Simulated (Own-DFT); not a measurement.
# Biaxial strain at fixed height in diamond-structure SiGeSn with randomly placed atoms, 64 atoms (Ge44Si16Sn4)

The numbers are computed, not measured, by runs of the plane-wave DFT program Own-DFT (in-house, retired, unreviewed) at fixed positions, with no spin and no spin-orbit coupling.

Common settings: PBE; PseudoDojo norm-conserving scalar-relativistic files; cutoff 49 hartree; 3 x 3 x 3 k mesh centred on Gamma; Fermi-Dirac smearing of 0.1 eV.

Limits: forces on such cells moved up to 12 meV/angstrom on a denser k mesh; stress not checked against mesh or cutoff.

Unstrained cell vectors in Å: (11.306, 0.000, 0.000); (0.000, 11.306, 0.000); (0.000, 0.000, 11.306). The unstrained cell has measured lattice constants (interpolated for alloys), not those of this functional. That, the random moves and any unrelaxed bonds set the pressure at no strain. Each run strains x and y alike by e, as a substrate would, and holds the height along z. Each atom got a random Gaussian move of width 0.05 Å along each axis. The random placing of the alloy's atoms differs from row to row. Stress is positive in tension.

```
e (%),u (Å),(s_xx + s_yy)/2 (GPa),s_zz (GPa)
-3.00,0.052,-10.88,-8.44
-3.00,0.052,-11.10,-8.99
-2.25,0.051,-9.01,-7.57
-2.25,0.049,-8.89,-7.26
-1.75,0.052,-7.92,-6.61
-1.75,0.049,-7.79,-6.44
-0.75,0.051,?,?
0.75,0.053,-2.98,-3.54
1.75,0.049,-1.45,-2.52
1.75,0.048,-1.39,-2.58
2.00,0.045,-0.78,-2.05
2.00,0.052,-0.88,-2.19
2.25,0.049,-0.41,-1.85
2.25,0.050,-0.57,-1.94
2.75,0.054,-0.03,-1.51
```

## Working it out

With e as a fraction, the in-plane stress is -4.2 + 188 e - 1186 e² GPa (errors 2 and 158, scatter 0.13), and s_zz is -4.3 + 121 e - 794 e² GPa (slope ± 2, scatter 0.18). At e = 0 the first slope is C11 + C12 and the second 2 C12, both with the ions held to the strained lattice and at the cell's own pressure. The term in e² is negative: the layer stiffens under compression and softens under tension. A free layer would change its height as e changes, and the in-plane slope would drop by 2 C12²/C11 to the biaxial modulus. At fixed height, a misfit of 1 % moves the in-plane stress by about 1.9 GPa and s_zz by 1.2 GPa.

## Check

Question: what are the two stresses at e = -0.75 %?

The fitted form gives -5.7 and -5.2 GPa. Computed: -5.84 and -5.34 GPa.
